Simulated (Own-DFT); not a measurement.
# Strain and stress in 4H SiC, 72 atoms (C36Si36)

Calculated results; nothing here was measured. The program, named Own-DFT, is a retired in-house plane-wave density functional code that no person has reviewed. Each row is one single-point run on a periodic cell that was not relaxed, without spin or spin-orbit coupling.

Settings of every run: PBE; PseudoDojo norm-conserving scalar-relativistic files; cutoff 42 hartree; 4 x 4 x 3 k mesh centred on Gamma; Fermi-Dirac smearing of 0.1 eV.

Known limits: forces on such cells passed a denser k mesh, each cell not checked; stress not checked against mesh or cutoff.

Unstrained cell vectors in Å: (9.248, 0.000, 0.000); (-4.624, 8.009, 0.000); (0.000, 0.000, 10.068). The unstrained cell has measured lattice constants (interpolated for alloys), not those of this functional. That, the random moves and any unrelaxed bonds set the pressure at no strain. Each run strains this cell uniformly, with the atoms carried along. Every atom was also moved at random, by a Gaussian of width 0.05 Å on each axis. Strain is the symmetric tensor, in per cent. Stress is positive in tension, and the pressure is minus a third of its trace.

```
run,e_xx (%),e_yy (%),e_zz (%),e_yz (%),e_xz (%),e_xy (%),s_xx (GPa),s_yy (GPa),s_zz (GPa),s_yz (GPa),s_xz (GPa),s_xy (GPa),P (GPa),E (meV/atom)
1,1.89,-0.77,0.04,0.12,-0.86,1.93,3.56,-6.96,-6.16,-0.35,-3.01,8.38,3.19,32.3
2,0.57,-0.70,-1.54,-0.81,0.57,0.77,-1.13,-8.81,-17.20,-2.56,1.04,2.22,9.05,12.9
3,0.73,0.98,-1.59,-0.51,1.64,0.69,-0.84,0.51,-17.54,-2.51,5.65,3.20,5.96,45.1
4,-0.97,-0.74,0.13,0.80,0.94,-1.06,-13.94,-7.58,-4.87,2.66,3.52,-5.76,8.80,18.1
5,0.66,0.31,0.05,-0.34,1.99,-1.08,-2.32,-1.91,-4.93,-0.90,7.85,-4.89,3.05,0.0
6,1.69,1.53,0.91,-1.90,-1.11,1.76,6.33,4.56,-1.32,-5.80,-3.65,7.51,-3.19,4.2
7,0.54,-0.58,0.93,-0.67,-1.96,0.68,-2.29,-6.89,-0.86,-2.53,-6.67,3.16,3.35,5.1
8,1.98,-0.39,-0.87,-0.48,-0.85,1.96,3.81,-6.20,-12.25,-3.51,-2.38,8.68,4.88,38.6
9,-1.09,1.35,-0.14,-1.21,-1.94,-1.46,-10.76,1.14,-6.01,-3.77,-7.00,-6.00,5.21,22.2
10,-0.93,0.11,1.94,-1.79,-1.53,-1.48,-7.75,-4.99,3.66,-6.67,-4.31,-7.23,3.03,19.8
11,0.91,-1.16,-1.26,-1.52,1.31,1.50,-0.39,-11.92,-14.94,-4.50,4.46,6.47,9.08,26.8
12,-0.22,0.12,-1.49,0.39,-1.78,0.24,-6.28,-4.79,-15.93,3.03,-6.73,1.49,9.00,14.2
13,1.51,-0.06,1.21,1.25,0.82,-1.98,3.36,-2.84,0.16,4.16,2.34,-7.91,-0.23,21.5
14,-0.23,-0.83,-0.38,-0.82,-0.17,-0.10,-6.96,-5.78,-13.16,-2.36,-0.45,-0.58,8.63,14.4
15,1.84,-1.94,0.87,-0.89,-1.31,-1.60,3.84,-14.23,-0.01,-3.25,-4.21,-7.81,3.47,3.5
16,-0.32,0.44,-1.66,-0.80,-1.75,0.11,-7.53,-3.21,-16.87,-2.23,-5.58,0.66,9.20,23.2
17,1.75,-1.22,1.69,-1.29,0.80,-0.88,?,?,?,?,?,?,?,?
```

E is the free energy for each atom above the lowest run shown.

## Worked fit

Each stress component was fitted by least squares to a constant and the strains of the runs shown, as fractions, with shears doubled. Shear strains stay in the fit of a normal stress only where such slopes are resolved. The slopes, in GPa:

| stress | at no strain | per e_xx | per e_yy | per e_zz | scatter |
|---|---|---|---|---|---|
| s_xx | -5.2 | 552 ± 34 | 81 ± 39 | 33 ± 31 | 1.35 |
| s_yy | -4.4 | 39 ± 31 | 506 ± 36 | 37 ± 28 | 1.25 |
| s_zz | -7.0 | 16 ± 38 | 18 ± 44 | 626 ± 35 | 1.54 |

Each shear stress against twice its own strain: yz 167 ± 15, xz 176 ± 6, xy 216 ± 8 GPa. These are stiffnesses along x, y and z of the frame in which the cell vectors are given, which need not be the crystal's axes. The atoms are held to the strained lattice; where symmetry lets them move under strain, relaxing them would lower some slopes. The table should be nearly symmetric about its diagonal, and what it lacks of that shows the noise. A ninth of its sum, 212 ± 5 GPa, estimates the bulk modulus near the mean pressure of these runs, 5.2 GPa, so it lies above the value at zero pressure.

## Withheld run

Question: what normal stresses and pressure should run 17 give?

The fit gives s_xx = 4.0, s_yy = -9.3, s_zz = 3.7 and P = 0.5 GPa. The calculation gave 5.13, -10.12, 3.00 and P = 0.66 GPa.
